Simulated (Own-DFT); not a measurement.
# Strain and stress in 4H SiC, 32 atoms (C16Si16)

All numbers below are calculated, not measured. The program, named Own-DFT, is a retired in-house plane-wave density functional code that no person has reviewed. Each row is one single-point run on a periodic cell that was not relaxed, without spin or spin-orbit coupling.

Settings of every run: PBE; PseudoDojo norm-conserving scalar-relativistic files; cutoff 42 hartree; 5 x 5 x 3 k mesh centred on Gamma; Fermi-Dirac smearing of 0.1 eV.

Known limits: forces on such cells passed a denser k mesh, each cell not checked; stress not checked against mesh or cutoff.

Unstrained cell vectors in Å: (6.165, 0.000, 0.000); (-3.083, 5.339, 0.000); (0.000, 0.000, 10.068). The unstrained cell has measured lattice constants (interpolated for alloys), not those of this functional. That, the random moves and any unrelaxed bonds set the pressure at no strain. Each run strains this cell uniformly, with the atoms carried along. Every atom was also moved at random, by a Gaussian of width 0.05 Å on each axis. Strain is the symmetric tensor, in per cent. Stress is positive in tension, and the pressure is minus a third of its trace.

```
run,e_xx (%),e_yy (%),e_zz (%),e_yz (%),e_xz (%),e_xy (%),s_xx (GPa),s_yy (GPa),s_zz (GPa),s_yz (GPa),s_xz (GPa),s_xy (GPa),P (GPa),E (meV/atom)
1,0.29,1.21,1.88,-0.81,1.70,-1.97,-3.06,1.80,5.19,-3.72,5.33,-8.04,-1.31,43.0
2,-1.36,0.96,1.75,-0.74,1.29,0.22,-10.54,1.39,0.68,-2.66,5.08,-1.07,2.83,39.9
3,-0.60,-1.99,-0.28,0.80,0.28,-0.21,-9.92,-17.23,-8.60,3.02,0.21,0.25,11.92,40.0
4,-0.47,1.43,-1.00,-0.01,-0.94,0.20,-4.55,-0.64,-11.72,1.24,-4.19,0.25,5.64,34.6
5,1.84,-1.51,1.41,-0.75,-0.48,0.37,3.90,-10.62,0.15,-1.14,-2.00,2.80,2.19,42.6
6,1.42,-0.06,0.02,0.23,-1.49,1.04,0.65,-2.10,-4.10,0.68,-5.32,5.70,1.85,18.5
7,1.94,0.71,0.85,0.49,0.29,0.75,4.63,1.35,1.85,0.75,1.61,1.94,-2.61,0.0
8,1.51,1.71,0.85,0.46,0.18,-1.70,5.47,7.04,-0.39,0.36,0.73,-5.52,-4.04,4.1
9,0.48,-0.39,-1.44,-1.10,1.30,1.15,-2.61,-9.73,-14.47,-5.25,4.43,5.79,8.94,53.2
10,-0.61,0.35,-1.67,-0.19,-1.82,1.23,-7.57,-4.06,-17.22,0.44,-6.67,3.88,9.62,36.7
11,-0.91,-0.19,-0.48,1.05,0.39,1.51,-10.02,-5.72,-11.50,3.71,-0.42,5.67,9.08,45.0
12,0.09,-1.56,-1.30,-0.12,0.36,-0.56,-6.24,-13.43,-13.90,0.06,1.03,-2.07,11.19,24.0
13,0.97,1.21,-0.84,1.69,-1.88,0.16,0.04,3.97,-10.30,4.55,-5.90,-0.63,2.10,27.7
14,-0.56,-1.30,-1.94,0.89,0.94,-0.66,-11.62,-10.13,-20.16,2.63,2.84,-2.36,13.97,31.0
15,1.60,0.22,-1.12,-1.68,-0.25,-1.17,2.57,-3.37,-12.71,-7.52,-1.58,-4.97,4.50,50.2
16,-1.69,-0.27,-1.57,0.50,-1.72,-0.24,?,?,?,?,?,?,?,?
```

E is the free energy for each atom above the lowest run shown.

## Worked fit

Each stress component was fitted by least squares to a constant and the strains of the runs shown, as fractions, with shears doubled. Shear strains stay in the fit of a normal stress only where such slopes are resolved. The slopes, in GPa:

```
stress  at no strain  per e_xx  per e_yy  per e_zz  scatter
  s_xx          -5.1  493 ± 28  110 ± 27   21 ± 26     1.14
  s_yy          -4.6   85 ± 45  527 ± 42   54 ± 41     1.80
  s_zz          -7.0  111 ± 32   48 ± 30  557 ± 29     1.29
```

Each shear stress against twice its own strain: yz 161 ± 13, xz 176 ± 12, xy 194 ± 16 GPa. These are stiffnesses along x, y and z of the frame in which the cell vectors are given, which need not be the crystal's axes. The atoms are held to the strained lattice; where symmetry lets them move under strain, relaxing them would lower some slopes. The table should be nearly symmetric about its diagonal, and what it lacks of that shows the noise. A ninth of its sum, 223 ± 5 GPa, estimates the bulk modulus near the mean pressure of these runs, 5.1 GPa, so it lies above the value at zero pressure.

## Withheld run

Question: what normal stresses and pressure should run 16 give?

The fit gives s_xx = -14.1, s_yy = -8.3, s_zz = -17.8 and P = 13.4 GPa. The calculation gave -17.51, -8.43, -17.67 and P = 14.54 GPa.
